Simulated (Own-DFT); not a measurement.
# Which defects push the lattice out? 4H SiC

Calculated, not measured: single-point runs of Own-DFT, a retired in-house plane-wave DFT program that no person has reviewed, on unrelaxed cells, without spin or spin-orbit coupling.

Method: PBE; PseudoDojo norm-conserving scalar-relativistic files; cutoff 42 hartree; 4 x 4 x 3 k mesh centred on Gamma; Fermi-Dirac smearing of 0.1 eV.

Keep in mind (not all hold for every row): some atoms lie very close together; not probed for a lower state with spin; forces on such cells failed a check on a denser k mesh; forces on such cells passed a denser k mesh, each cell not checked; stress not checked against mesh or cutoff.

All runs share one cell, with vectors in Å (9.248, 0.000, 0.000); (-4.624, 8.009, 0.000); (0.000, 0.000, 10.068) and a volume of 745.7 Å³. u is the rms random offset of the atoms per axis. The defect's site can differ from row to row.

```
cell,formula,u (Å),P (GPa)
no defect,C36Si36,0.0260,3.67
no defect,C36Si36,0.0578,5.90
no defect,C36Si36,0.0605,6.44
one C vacancy,C35Si36,0.0285,3.60
one C vacancy,C35Si36,0.0316,?
one C vacancy,C35Si36,0.0480,4.72
one C vacancy,C35Si36,0.0510,5.04
one Si on a C site,C35Si37,0.0480,11.16
one Si on a C site,C35Si37,0.0498,11.51
one Si on a C site,C35Si37,0.0522,11.67
one C on a Si site,C37Si35,0.0497,3.37
one C on a Si site,C37Si35,0.0497,3.35
one C on a Si site,C37Si35,0.0521,3.67
one Al on a Si site and one N on a C site,AlC35NSi35,0.0461,4.87
one Al on a Si site and one N on a C site,AlC35NSi35,0.0543,6.21
one Al on a Si site and one N on a C site,AlC35NSi35,0.0549,6.10
```

## What the rows give

P = P0 + c u² + a shift for each defect gives P0 = 3.01 GPa, c = 912 ± 63 GPa/Å² and a scatter of 0.17 GPa. The shifts, and each times the cell's volume:

- one Si on a C site: 6.16 ± 0.14 GPa, 28.7 eV
- one Al on a Si site and one N on a C site: 0.26 ± 0.14 GPa, 1.2 eV (not resolved)
- one C vacancy: -0.29 ± 0.15 GPa, -1.4 eV (not resolved)
- one C on a Si site: -1.87 ± 0.14 GPa, -8.7 eV

Positive is outwards. The product with the volume (160.2 GPa Å³ to the eV) is nearly free of the cell's size; divided by the bulk modulus at the cell's pressure it gives the volume that the defect adds. The atoms around the defects weren't relaxed, which would change these numbers.

## The run left out

Q: what pressure belongs in the blank (one C vacancy, u = 0.0316 Å)?

From the fit: 3.63 ± 0.21 GPa. DFT gave 3.41 GPa.
